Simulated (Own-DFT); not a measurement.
# Strain and stress in fcc Cu, 16 atoms (Cu16)

Calculated results; nothing here was measured. The program, named Own-DFT, is a retired in-house plane-wave density functional code that no person has reviewed. Each row is one single-point run on a periodic cell that was not relaxed, without spin or spin-orbit coupling.

Settings of every run: PBE; PseudoDojo norm-conserving scalar-relativistic files; cutoff 50 hartree; 7 x 7 x 5 k mesh centred on Gamma; cold (Marzari-Vanderbilt) smearing of 0.2 eV.

Known limits: forces on such cells failed a check on a denser k mesh; stress not checked against mesh or cutoff.

Unstrained cell vectors in Å: (3.615, 3.615, 0.000); (-3.615, 3.615, 0.000); (0.000, 0.000, 7.230). The unstrained cell has measured lattice constants (interpolated for alloys), not those of this functional. That, the random moves and any unrelaxed bonds set the pressure at no strain. Each run strains this cell uniformly, with the atoms carried along. Every atom was also moved at random, by a Gaussian of width 0.05 Å on each axis. Strain is the symmetric tensor, in per cent. Stress is positive in tension, and the pressure is minus a third of its trace.

```
run  e_xx (%)  e_yy (%)  e_zz (%)  e_yz (%)  e_xz (%)  e_xy (%)  s_xx (GPa)  s_yy (GPa)  s_zz (GPa)  s_yz (GPa)  s_xz (GPa)  s_xy (GPa)  P (GPa)  E (meV/atom)
  1     -0.39     -1.53     -1.77     -1.07      1.07      1.53       -8.41       -9.53       -9.47       -2.22        1.91        2.87     9.14          21.6
  2     -1.89     -0.10     -1.58     -1.80     -1.28      1.45      -11.41       -9.14      -10.75       -3.40       -3.70        2.85    10.44          52.1
  3     -0.71     -1.56      0.86      0.67     -0.25      1.87       -5.29       -5.93       -4.01        1.09       -0.45        3.79     5.07           9.6
  4      0.04     -1.45      1.28     -1.84      0.10     -0.54       -2.61       -3.91       -2.00       -3.21        0.23       -0.97     2.84           2.2
  5     -0.10     -0.96      1.08      1.30      1.20      1.95       -3.68       -4.51       -2.37        2.20        2.04        3.24     3.52          20.6
  6      0.06      1.05      0.41      0.90      1.28     -1.78       -1.26       -0.20       -0.67        1.38        1.93       -2.53     0.71           6.0
  7      1.17      0.02     -0.31      0.79     -0.85     -0.76       -1.24       -1.75       -1.91        1.80       -1.67       -0.97     1.63           7.7
  8     -0.17      0.04     -1.99      0.33     -1.08     -1.91       -7.24       -6.70       -7.56        0.87       -2.16       -3.86     7.17          29.1
  9      1.17      0.94     -1.06      1.22      0.21     -0.02       -0.31       -1.26       -1.52        2.43        0.41        0.09     1.03           0.0
 10     -0.61      0.56     -0.16      0.11     -0.85      1.99       -4.19       -2.76       -3.13       -0.05       -1.29        3.33     3.36          10.2
 11     -0.97      0.94      0.79     -1.48      0.17      0.50       -3.81       -2.86       -2.09       -2.37        0.33        1.94     2.92          30.0
 12      1.66     -1.45     -1.55      1.72     -0.05      1.19       -3.56       -6.87       -6.21        3.59        0.12        1.98     5.55          19.9
 13      0.57      1.06     -0.27      1.41     -1.47      1.69       -1.63       -1.15       -1.35        2.10       -2.58        2.37     1.38          14.0
 14     -0.60     -0.43     -0.52     -0.75     -1.85     -0.01       -5.63       -5.16       -5.37       -1.22       -3.84       -0.26     5.39          11.7
 15      1.88     -1.74     -0.10     -1.41      0.78      0.81       -1.42       -4.02       -2.94       -2.89        1.12        1.40     2.79           5.7
 16     -1.55     -1.34      1.22     -0.29      0.91      0.55           ?           ?           ?           ?           ?           ?        ?             ?
```

E is the free energy for each atom above the lowest run shown.

## Worked fit

Each stress component was fitted by least squares to a constant and the strains of the runs shown, as fractions, with shears doubled. Shear strains stay in the fit of a normal stress only where such slopes are resolved. The slopes, in GPa:

| stress | at no strain | per e_xx | per e_yy | per e_zz | scatter |
|---|---|---|---|---|---|
| s_xx | -3.4 | 248 ± 14 | 115 ± 14 | 157 ± 13 | 0.54 |
| s_yy | -3.4 | 150 ± 16 | 195 ± 15 | 153 ± 15 | 0.60 |
| s_zz | -3.0 | 168 ± 13 | 141 ± 12 | 225 ± 12 | 0.49 |

Each shear stress against twice its own strain: yz 92 ± 4, xz 91 ± 6, xy 87 ± 5 GPa. These are stiffnesses along x, y and z of the frame in which the cell vectors are given, which need not be the crystal's axes. The atoms are held to the strained lattice; where symmetry lets them move under strain, relaxing them would lower some slopes. The table should be nearly symmetric about its diagonal, and what it lacks of that shows the noise. A ninth of its sum, 172 ± 9 GPa, estimates the bulk modulus near the mean pressure of these runs, 4.2 GPa, so it lies above the value at zero pressure.

## Withheld run

Question: what normal stresses and pressure should run 16 give?

The fit gives s_xx = -6.9, s_yy = -6.5, s_zz = -4.8 and P = 6.1 GPa. The calculation gave -6.35, -6.39, -4.28 and P = 5.67 GPa.
